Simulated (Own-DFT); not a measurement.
# Biaxial strain at fixed height in wurtzite AlGaN with randomly placed atoms, 72 atoms (Al9Ga27N36)

Source: density functional calculations with Own-DFT, an unreviewed in-house program that is no longer used. Nothing was measured or relaxed, and spin and spin-orbit coupling are left out.

Common settings: PBE; PseudoDojo norm-conserving scalar-relativistic files (stringent for Ga); cutoff 96 hartree; 4 x 4 x 3 k mesh centred on Gamma; Gaussian smearing of 0.01 eV.

Known weak points: forces on such cells passed a denser k mesh, each cell not checked; stress not checked against mesh or cutoff.

Unstrained cell vectors in Å: (9.509, 0.000, 0.000); (-4.755, 8.235, 0.000); (0.000, 0.000, 10.268). The unstrained cell has measured lattice constants (interpolated for alloys), not those of this functional. That, the random moves and any unrelaxed bonds set the pressure at no strain. Each run strains x and y alike by e, as a substrate would, and holds the height along z. All atoms carry random offsets, Gaussian with a width of 0.05 Å per axis. The random placing of the alloy's atoms differs from row to row. Stress is positive in tension.

| e (%) | u (Å) | (s_xx + s_yy)/2 (GPa) | s_zz (GPa) |
|---|---|---|---|
| -2.75 | 0.051 | -24.74 | -12.70 |
| -2.50 | 0.050 | -22.47 | -11.74 |
| -2.25 | 0.050 | ? | ? |
| 0.50 | 0.050 | -4.51 | -7.19 |
| 1.25 | 0.046 | 0.76 | -7.37 |
| 1.50 | 0.052 | -0.23 | -4.68 |
| 2.00 | 0.043 | 3.71 | -4.90 |
| 2.25 | 0.049 | 4.02 | -3.92 |
| 2.50 | 0.049 | 5.38 | -3.55 |
| 2.75 | 0.054 | 5.54 | -3.29 |

## Working it out

With e as a fraction, the in-plane stress is -6.7 + 556 e - 3375 e² GPa (errors 13 and 1016, scatter 0.75), and s_zz is -8.0 + 166 e GPa (slope ± 12, scatter 0.68). At e = 0 the first slope is C11 + C12 and the second 2 C13, both with the ions held to the strained lattice and at the cell's own pressure. The term in e² is negative: the layer stiffens under compression and softens under tension. A free layer would change its height as e changes, and the in-plane slope would drop by 2 C13²/C33 to the biaxial modulus. At fixed height, a misfit of 1 % moves the in-plane stress by about 5.6 GPa and s_zz by 1.7 GPa.

## The run left out

The question: what are the two stresses at e = -2.25 %?

The fit gives -20.9 and -11.7 GPa. The hidden result is -21.19 and -9.57 GPa. This run lies off the fit, by chance or by something that the fit leaves out.
